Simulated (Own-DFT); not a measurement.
# Which defects push the lattice out? monoclinic HfO2

Everything here is calculated. The program is Own-DFT (plane waves, in-house, since retired, never reviewed by a person); positions were held fixed, and spin and spin-orbit coupling were off.

Settings: PBE; PseudoDojo norm-conserving scalar-relativistic files; cutoff 72 hartree; 2 x 2 x 2 k mesh centred on Gamma; Fermi-Dirac smearing of 0.1 eV.

Known weak points (not all hold for every row): not probed for a lower state with spin; hafnium file: forces about 75 meV/angstrom off all-electron values; oxygen file: force components 24 meV/angstrom off all-electron in a glass; forces on such cells passed a denser k mesh, each cell not checked; stress not checked against mesh or cutoff.

All runs share one cell, with vectors in Å (10.234, 0.000, 0.000); (0.000, 10.350, 0.000); (-1.696, 0.000, 10.445) and a volume of 1106.4 Å³. The atoms are randomly displaced, by u rms on each axis. The defect's site can differ from row to row.

| cell | formula | u (Å) | P (GPa) |
|---|---|---|---|
| no defect | Hf32O64 | 0.0186 | 3.77 |
| no defect | Hf32O64 | 0.0192 | 3.97 |
| no defect | Hf32O64 | 0.0492 | 5.69 |
| one Si on a Hf site | Hf31O64Si | 0.0290 | 2.83 |
| one Si on a Hf site | Hf31O64Si | 0.0318 | ? |
| one Si on a Hf site | Hf31O64Si | 0.0495 | 4.77 |
| one Si on a Hf site | Hf31O64Si | 0.0501 | 5.31 |
| two O vacancies | Hf32O62 | 0.0302 | 3.88 |
| two O vacancies | Hf32O62 | 0.0303 | 3.28 |
| two O vacancies | Hf32O62 | 0.0502 | 5.88 |

## Worked fit

P = P0 + c u² + a shift for each defect gives P0 = 3.26 GPa, c = 1164 ± 150 GPa/Å² and a scatter of 0.38 GPa. The shifts, and each times the cell's volume:

- two O vacancies: -0.60 ± 0.31 GPa, -4.1 eV (-2.1 eV for each of its 2 sites) (not resolved)
- one Si on a Hf site: -1.21 ± 0.34 GPa, -8.3 eV

Positive is outwards. The product with the volume (160.2 GPa Å³ to the eV) is nearly free of the cell's size; divided by the bulk modulus at the cell's pressure it gives the volume that the defect adds. The atoms around the defects weren't relaxed, which would change these numbers.

## Withheld run

Q: what pressure belongs in the blank (one Si on a Hf site, u = 0.0318 Å)?

Estimate: 3.23 ± 0.46 GPa. The hidden result is 3.21 GPa.
